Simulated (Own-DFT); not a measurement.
# What a defect does to the pressure of its cell: zincblende GaAs

No measurement is shown. These are fixed-geometry runs of a retired plane-wave code named Own-DFT, which no person has reviewed; spin and spin-orbit coupling are neglected.

All runs used: PBE; PseudoDojo norm-conserving scalar-relativistic files; cutoff 42 hartree; 3 x 3 x 3 k mesh centred on Gamma; Fermi-Dirac smearing of 0.1 eV.

Known weak points (not all hold for every row): not probed for a lower state with spin; forces not confirmed at this smearing and k mesh; stress not checked against mesh or cutoff.

All runs share one cell, with vectors in Å (11.737, 0.000, 0.000); (0.000, 11.737, 0.000); (0.000, 0.000, 10.919) and a volume of 1504.3 Å³, strained against the parent crystal. The atoms are randomly displaced, by u rms on each axis. The defect's site can differ from row to row.

| cell | formula | u (Å) | P (GPa) |
|---|---|---|---|
| no defect | As32Ga32 | 0.0297 | 0.74 |
| no defect | As32Ga32 | 0.0299 | 0.78 |
| no defect | As32Ga32 | 0.0530 | 1.11 |
| one As vacancy and one Ga vacancy | As31Ga31 | 0.0297 | 0.48 |
| one As vacancy and one Ga vacancy | As31Ga31 | 0.0316 | 0.53 |
| one As vacancy and one Ga vacancy | As31Ga31 | 0.0500 | 0.72 |
| one Al on a Ga site | AlAs32Ga31 | 0.0267 | ? |
| one Al on a Ga site | AlAs32Ga31 | 0.0317 | 0.75 |
| one Al on a Ga site | AlAs32Ga31 | 0.0471 | 1.01 |
| one Al on a Ga site | AlAs32Ga31 | 0.0497 | 1.00 |
| one In on a Ga site | As32Ga31In | 0.0303 | 1.32 |
| one In on a Ga site | As32Ga31In | 0.0312 | 1.37 |
| one In on a Ga site | As32Ga31In | 0.0530 | 1.71 |
| one P on an As site | As31Ga32P | 0.0282 | 0.50 |
| one P on an As site | As31Ga32P | 0.0321 | 0.55 |
| one P on an As site | As31Ga32P | 0.0534 | 0.95 |

## What the rows give

P = P0 + c u² + a shift for each defect gives P0 = 0.59 GPa, c = 188 ± 11 GPa/Å² and a scatter of 0.03 GPa. The shifts, and each times the cell's volume:

- one In on a Ga site: 0.58 ± 0.03 GPa, 5.5 eV
- one Al on a Ga site: -0.02 ± 0.03 GPa, -0.2 eV (not resolved)
- one P on an As site: -0.21 ± 0.03 GPa, -2.0 eV
- one As vacancy and one Ga vacancy: -0.28 ± 0.03 GPa, -2.7 eV

A positive shift means that the defect pushes the cell outwards. Shift times volume (160.2 GPa Å³ is 1 eV) depends little on the cell's size, so, taken for each site, it can be compared between cells at like pressure. The atoms around the defects weren't relaxed, which would change these numbers.

## Test on the hidden row

The question: what pressure belongs in the blank (one Al on a Ga site, u = 0.0267 Å)?

Estimate: 0.70 ± 0.04 GPa. The calculation gave 0.69 GPa.
